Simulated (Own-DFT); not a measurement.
# How strain changes the stress of zincblende GaP, 64 atoms (Ga32P32)

Calculated results; nothing here was measured. The program, named Own-DFT, is a retired in-house plane-wave density functional code that no person has reviewed. Each row is one single-point run on a periodic cell that was not relaxed, without spin or spin-orbit coupling.

Settings of every run: PBE; PseudoDojo norm-conserving scalar-relativistic files; cutoff 42 hartree; 3 x 3 x 3 k mesh centred on Gamma; Fermi-Dirac smearing of 0.1 eV.

Known limits: forces on such cells passed a denser k mesh, each cell not checked; stress not checked against mesh or cutoff.

Unstrained cell vectors in Å: (10.901, 0.000, 0.000); (0.000, 10.901, 0.000); (0.000, 0.000, 10.901). The unstrained cell has measured lattice constants (interpolated for alloys), not those of this functional. That, the random moves and any unrelaxed bonds set the pressure at no strain. Each run strains this cell uniformly, with the atoms carried along. Every atom was also moved at random, by a Gaussian of width 0.05 Å on each axis. Strain is the symmetric tensor, in per cent. Stress is positive in tension, and the pressure is minus a third of its trace.

```
run  e_xx (%)  e_yy (%)  e_zz (%)  e_yz (%)  e_xz (%)  e_xy (%)  s_xx (GPa)  s_yy (GPa)  s_zz (GPa)  s_yz (GPa)  s_xz (GPa)  s_xy (GPa)  P (GPa)  E (meV/atom)
  1      0.15     -1.38     -1.75      1.76     -0.62     -0.80       -5.56       -6.61       -6.95        3.58       -1.89       -1.20     6.38          35.3
  2      1.83      0.36     -1.42     -0.38     -0.34     -1.06       -1.61       -2.68       -3.82       -1.08       -0.96       -2.28     2.70           8.5
  3     -1.62     -0.99      0.62     -0.25      0.21     -1.30       -5.98       -5.57       -4.29       -1.09        0.58       -3.23     5.28          23.2
  4     -0.69     -0.96      0.65      1.45     -1.79     -1.68       -4.71       -4.91       -3.64        2.56       -2.40       -3.63     4.42          24.7
  5     -1.53     -0.28     -0.82     -0.95     -1.05      1.56       -6.45       -5.51       -5.88       -1.55       -0.99        2.67     5.95          33.7
  6     -1.34      1.93     -0.78      0.45      0.12      0.05       -4.21       -1.98       -3.97        0.49        0.36        0.11     3.38          10.4
  7      0.76      0.72      1.58      1.22      1.66      1.13       -1.01       -1.19       -0.61        2.48        2.63        1.93     0.94           4.5
  8      1.49      1.29      0.07      0.92     -1.01     -1.15       -0.46       -0.67       -1.51        1.07       -1.29       -2.08     0.88           0.0
  9     -0.46     -0.76      1.30      1.73     -1.79     -1.94       -4.43       -4.46       -3.15        3.30       -4.13       -3.19     4.01          38.3
 10      0.13     -1.45      1.52     -1.71      1.86      1.44       -3.37       -4.31       -2.32       -2.96        3.97        2.57     3.33          13.8
 11     -0.62     -0.94     -1.15      0.00     -0.70     -0.76       -5.56       -5.96       -6.03       -0.18       -1.48       -1.55     5.85          17.7
 12     -1.88      0.44      0.70      1.37     -0.65     -1.79       -5.11       -3.71       -3.43        1.99       -1.11       -3.23     4.08          16.6
 13     -1.40      0.12      1.12     -0.63     -1.13      1.90       -4.36       -3.41       -2.59       -1.27       -1.38        2.95     3.45          17.0
 14      1.83     -1.07      1.14      0.35      1.57      1.49       -1.04       -2.99       -1.54        0.11        2.19        2.70     1.86          13.1
 15      1.09     -0.92      1.47     -1.65     -0.30      1.68       -1.60       -2.98       -1.33       -2.19       -0.67        2.92     1.97           5.2
 16     -0.60      1.34      0.47     -1.60      1.04     -1.12           ?           ?           ?           ?           ?           ?        ?             ?
```

E is the free energy for each atom above the lowest run shown.

## Worked fit

Each stress component was fitted by least squares to a constant and the strains of the runs shown, as fractions, with shears doubled. Shear strains stay in the fit of a normal stress only where such slopes are resolved. The slopes, in GPa:

| stress | at no strain | per e_xx | per e_yy | per e_zz | scatter |
|---|---|---|---|---|---|
| s_xx | -3.5 | 134 ± 5 | 78 ± 6 | 63 ± 5 | 0.22 |
| s_yy | -3.5 | 66 ± 4 | 142 ± 5 | 64 ± 4 | 0.18 |
| s_zz | -3.5 | 64 ± 5 | 72 ± 6 | 133 ± 5 | 0.22 |

Each shear stress against twice its own strain: yz 95 ± 7, xz 84 ± 8, xy 95 ± 5 GPa. These are stiffnesses along x, y and z of the frame in which the cell vectors are given, which need not be the crystal's axes. The atoms are held to the strained lattice; where symmetry lets them move under strain, relaxing them would lower some slopes. The table should be nearly symmetric about its diagonal, and what it lacks of that shows the noise. A ninth of its sum, 91 ± 3 GPa, estimates the bulk modulus near the mean pressure of these runs, 3.6 GPa, so it lies above the value at zero pressure.

## Withheld run

Question: what normal stresses and pressure should run 16 give?

The fit gives s_xx = -2.9, s_yy = -1.7, s_zz = -2.3 and P = 2.3 GPa. The calculation gave -3.08, -1.68, -2.28 and P = 2.34 GPa.
